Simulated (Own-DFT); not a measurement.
# Which arrangement is lower? Ga32P32, 64 atoms

All numbers below are calculated, not measured. They come from Own-DFT, an in-house plane-wave density functional program, since retired, whose code no person has reviewed. Each row is one single-point run on a periodic cell that was not relaxed, without spin or spin-orbit coupling.

Settings of every run: PBE; PseudoDojo norm-conserving scalar-relativistic files; cutoff 42 hartree; 3 x 3 x 3 k mesh centred on Gamma; Fermi-Dirac smearing of 0.1 eV.

Known limits, some of them of some rows only: not probed for a lower state with spin; forces on such cells failed a check on a denser k mesh; forces on such cells passed a denser k mesh, each cell not checked; stress not checked against mesh or cutoff.

All cells hold the same atoms in the same cell, with vectors in Å (10.901, 0.000, 0.000); (0.000, 10.901, 0.000); (0.000, 0.000, 10.901). Every atom was moved at random from its ideal site; u is the rms move along one axis. The defect's site can differ from row to row. E is the free energy of the cell above the lowest run. The arrangements:

- A: zincblende GaP
- B: zincblende GaP, with one Ga on a P site and one P on a Ga site, 2.4 Å apart

| arrangement | u (Å) | E (eV) | P (GPa) |
|---|---|---|---|
| A | 0.0189 | 0.000 | 2.70 |
| A | 0.0200 | 0.054 | 2.72 |
| A | 0.0211 | 0.077 | 2.72 |
| A | 0.0498 | 2.347 | 3.23 |
| A | 0.0507 | 2.309 | 3.26 |
| A | 0.0527 | 2.971 | 3.41 |
| B | 0.0290 | 3.514 | 2.94 |
| B | 0.0311 | 3.819 | 3.06 |
| B | 0.0317 | 3.683 | 2.99 |
| B | 0.0477 | 5.571 | 3.46 |
| B | 0.0506 | 5.712 | 3.48 |
| B | 0.0522 | 5.929 | 3.56 |

Question: once the cost of the random moves is taken out, how do the arrangements rank?

## Worked answer

Fit E = a + b u², with one b for all and one a for each arrangement, and with residuals divided by u², since the noise grows with the moves. Then b = 1189 eV/Å², the scatter at u = 0.04 Å is 0.14 eV, and against A:

- B: 3.01 ± 0.06 eV (higher)

These are energies of unrelaxed cells. Relaxing the atoms lowers the strained arrangements most, so the gaps would shrink and small ones could change sign.
